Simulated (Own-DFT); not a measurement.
# Shaking the atoms of 4H SiC, 32 atoms (C16Si16)

Calculated results; nothing here was measured. The program, named Own-DFT, is a retired in-house plane-wave density functional code that no person has reviewed. Each row is one single-point run on a periodic cell that was not relaxed, without spin or spin-orbit coupling.

Settings of every run: PBE; PseudoDojo norm-conserving scalar-relativistic files; cutoff 42 hartree; 5 x 5 x 3 k mesh centred on Gamma; Fermi-Dirac smearing of 0.1 eV.

Known limits: forces on such cells passed a denser k mesh, each cell not checked; stress not checked against mesh or cutoff.

Cell vectors in Å: (6.165, 0.000, 0.000); (-3.083, 5.339, 0.000); (0.000, 0.000, 10.068). In each run every atom was moved at random and independently from its ideal site; u is the rms move along one axis. E is the free energy for each atom above the fitted value at u = 0, and F the rms of the force components.

| run | u (Å) | E (meV/atom) | F (eV/Å) | largest force (eV/Å) | P (GPa) |
|---|---|---|---|---|---|
| 1 | 0.0316 | 32.6 | 0.847 | 2.98 | 3.71 |
| 2 | 0.0316 | 38.3 | 0.946 | 3.05 | 3.96 |
| 3 | 0.0528 | ? | ? | ? | ? |
| 4 | 0.0577 | 137.8 | 1.889 | 7.28 | 6.51 |
| 5 | 0.0940 | 298.2 | 2.579 | 10.10 | 10.42 |
| 6 | 0.1024 | 378.9 | 3.101 | 13.14 | 13.49 |
| 7 | 0.1113 | 494.5 | 3.839 | 14.41 | 15.92 |

## Worked fit

For small independent moves the energy grows as E = (3/2) K u², with K the mean stiffness felt by one atom. The runs with u up to 0.11 Å give K = 24.3 ± 1.7 eV/Å², with residuals divided by u² + 0.0006 Å², since the noise grows with the moves. The scatter is 10.0 meV/atom at u = 0.05 Å. The forces follow F = G u with G = 29.5 eV/Å²; no force at u = 0 is resolved. G exceeds K because the moves of its neighbours add to the force on an atom, and stiffness differs between atoms. The pressure follows P = 2.97 + 942 u² GPa: at fixed volume, shortened bonds push harder than stretched ones pull.

## Withheld run

Question: what energy and rms force should run 3 give?

The fit gives 102 ± 13 meV/atom and about 1.56 eV/Å. The calculation gave 98.2 meV/atom and 1.466 eV/Å.
